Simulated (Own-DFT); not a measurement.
# One host, several defects: B20 RuSi

Source: density functional calculations with Own-DFT, an unreviewed in-house program that is no longer used. Nothing was measured or relaxed, and spin and spin-orbit coupling are left out.

All runs used: PBE; PseudoDojo norm-conserving scalar-relativistic files; cutoff 50 hartree; 5 x 4 x 5 k mesh centred on Gamma; cold (Marzari-Vanderbilt) smearing of 0.2 eV.

Known weak points (not all hold for every row): not probed for a lower state with spin; forces on such cells failed a check on a denser k mesh; stress not checked against mesh or cutoff.

All runs share one cell, with vectors in Å (4.709, 0.000, 4.709); (0.000, 9.417, 0.000); (-4.709, 0.000, 4.709) and a volume of 417.6 Å³. u is the rms random offset of the atoms per axis. The defect's site can differ from row to row.

```
               cell   formula   u (Å)  P (GPa)
          no defect  Ru16Si16  0.0190     4.76
          no defect  Ru16Si16  0.0449     6.30
          no defect  Ru16Si16  0.0547     7.33
     one Si vacancy  Ru16Si15  0.0290        ?
     one Si vacancy  Ru16Si15  0.0336     3.42
     one Si vacancy  Ru16Si15  0.0486     4.23
     one Si vacancy  Ru16Si15  0.0525     3.92
     one Ru vacancy  Ru15Si16  0.0287     2.73
     one Ru vacancy  Ru15Si16  0.0480     4.12
     one Ru vacancy  Ru15Si16  0.0499     3.85
one Ru on a Si site  Ru17Si15  0.0308     7.92
one Ru on a Si site  Ru17Si15  0.0319     8.10
one Ru on a Si site  Ru17Si15  0.0429     8.09
one Si on a Ru site  Ru15Si17  0.0311     5.99
one Si on a Ru site  Ru15Si17  0.0313     5.77
one Si on a Ru site  Ru15Si17  0.0510     6.87
```

## What the rows give

P = P0 + c u² + a shift for each defect gives P0 = 4.84 GPa, c = 723 ± 102 GPa/Å² and a scatter of 0.30 GPa. The shifts, and each times the cell's volume:

- one Ru on a Si site: 2.28 ± 0.25 GPa, 5.9 eV
- one Si on a Ru site: 0.28 ± 0.25 GPa, 0.7 eV (not resolved)
- one Si vacancy: -2.49 ± 0.25 GPa, -6.5 eV
- one Ru vacancy: -2.62 ± 0.25 GPa, -6.8 eV

Against the defect-free cell, a freed cell would be larger where the shift is positive and smaller where it is negative (160.2 GPa Å³ is 1 eV). The atoms around the defects weren't relaxed, which would change these numbers.

## The run left out

Q: what pressure belongs in the blank (one Si vacancy, u = 0.0290 Å)?

From the fit: 2.96 ± 0.37 GPa. DFT gave 2.07 GPa.
